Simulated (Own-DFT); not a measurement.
# Response to strain: wurtzite GaN, 96 atoms (Ga48N48)

These are calculations, not measurements. The program, named Own-DFT, is a retired in-house plane-wave density functional code that no person has reviewed. Each row is one single-point run on a periodic cell that was not relaxed, without spin or spin-orbit coupling.

Settings of every run: PBE; PseudoDojo norm-conserving scalar-relativistic files (stringent for Ga); cutoff 96 hartree; 3 x 4 x 3 k mesh centred on Gamma; Gaussian smearing of 0.01 eV.

Known limits: forces on such cells passed a denser k mesh, each cell not checked; stress not checked against mesh or cutoff.

Unstrained cell vectors in Å: (12.756, 0.000, 0.000); (-4.784, 8.285, 0.000); (0.000, 0.000, 10.370). The unstrained cell has measured lattice constants (interpolated for alloys), not those of this functional. That, the random moves and any unrelaxed bonds set the pressure at no strain. Each run strains this cell uniformly, with the atoms carried along. Every atom was also moved at random, by a Gaussian of width 0.05 Å on each axis. Strain is the symmetric tensor, in per cent. Stress is positive in tension, and the pressure is minus a third of its trace.

```
run  e_xx (%)  e_yy (%)  e_zz (%)  e_yz (%)  e_xz (%)  e_xy (%)  s_xx (GPa)  s_yy (GPa)  s_zz (GPa)  s_yz (GPa)  s_xz (GPa)  s_xy (GPa)  P (GPa)  E (meV/atom)
  1      1.95     -1.27      0.62      1.92     -1.44     -0.82       -1.15       -9.27       -4.84        4.44       -3.23       -3.00     5.09          18.9
  2      1.58      1.82     -1.28     -0.86      1.91     -0.40       -0.42        0.25      -10.20       -1.84        3.85       -1.57     3.46          16.9
  3      1.16      0.00     -0.75      0.19     -1.11     -1.81       -2.59       -7.57       -9.35        0.86       -1.87       -5.68     6.50          16.0
  4     -1.37     -1.31     -0.67     -1.26      0.74      1.18      -16.11      -14.35      -13.21       -2.09        1.68        3.94    14.56          42.6
  5      0.45      0.83      0.04     -1.85     -1.61     -1.56       -4.54       -2.87       -6.13       -3.42       -2.92       -3.48     4.51          13.2
  6     -1.62      0.10     -1.75      1.20     -1.07     -1.98      -14.90      -10.43      -18.17        2.62       -2.22       -5.99    14.50          48.0
  7     -0.57     -0.46     -0.50     -0.80     -0.40     -1.45      -10.00      -11.37      -10.10       -2.42       -0.56       -4.46    10.49          23.3
  8     -0.65      0.90      0.46      0.88      1.95     -0.45       -8.64       -3.83       -4.87        1.66        3.93       -1.33     5.78          10.2
  9     -1.77     -1.18      0.29     -1.50     -1.14     -1.73      -16.89      -15.44       -7.83       -3.32       -2.37       -6.25    13.39          44.0
 10      1.32      1.51      1.08      1.49      1.18     -0.22        0.46       -0.07        0.17        3.32        2.39       -1.02    -0.19           2.1
 11     -1.08      0.49      1.23      1.96      1.08     -1.45      -10.46       -6.33       -2.41        3.97        2.80       -5.43     6.40          24.9
 12     -1.71     -0.82     -0.50      1.22     -0.25      1.24      -15.00      -13.23      -12.48        2.62        0.22        3.46    13.57          32.2
 13     -1.57      1.31     -0.88     -0.73     -0.95     -0.44      -14.46       -4.91      -10.43       -1.92       -2.28       -3.66     9.93          27.4
 14     -1.31      0.62     -1.82      0.10      1.78     -1.74      -13.91       -8.07      -16.86        0.28        3.49       -5.01    12.95          43.2
 15     -0.79      0.14      0.06      0.64     -1.69      1.21       -9.47       -7.03       -8.79        0.93       -2.92        4.33     8.43          18.3
 16     -0.90      1.41      1.77      0.24      0.38     -1.04       -7.24       -1.45        0.53        1.28        0.56       -2.29     2.72           0.0
 17      0.42      0.91      1.01     -0.32     -0.45     -0.68           ?           ?           ?           ?           ?           ?        ?             ?
```

E is the free energy for each atom above the lowest run shown.

## Worked fit

Each stress component was fitted by least squares to a constant and the strains of the runs shown, as fractions, with shears doubled. Shear strains stay in the fit of a normal stress only where such slopes are resolved. The slopes, in GPa:

| stress | at no strain | per e_xx | per e_yy | per e_zz | scatter |
|---|---|---|---|---|---|
| s_xx | -7.5 | 408 ± 17 | 120 ± 21 | 89 ± 21 | 0.83 |
| s_yy | -7.6 | 117 ± 16 | 399 ± 19 | 78 ± 19 | 0.75 |
| s_zz | -7.6 | 87 ± 16 | 100 ± 20 | 460 ± 20 | 0.78 |

Each shear stress against twice its own strain: yz 104 ± 5, xz 100 ± 4, xy 155 ± 13 GPa. These are stiffnesses along x, y and z of the frame in which the cell vectors are given, which need not be the crystal's axes. The atoms are held to the strained lattice; where symmetry lets them move under strain, relaxing them would lower some slopes. The table should be nearly symmetric about its diagonal, and what it lacks of that shows the noise. A ninth of its sum, 206 ± 3 GPa, estimates the bulk modulus near the mean pressure of these runs, 8.3 GPa, so it lies above the value at zero pressure.

## Withheld run

Question: what normal stresses and pressure should run 17 give?

The fit gives s_xx = -3.8, s_yy = -2.7, s_zz = -1.6 and P = 2.7 GPa. The calculation gave -3.89, -4.22, -0.28 and P = 2.80 GPa.
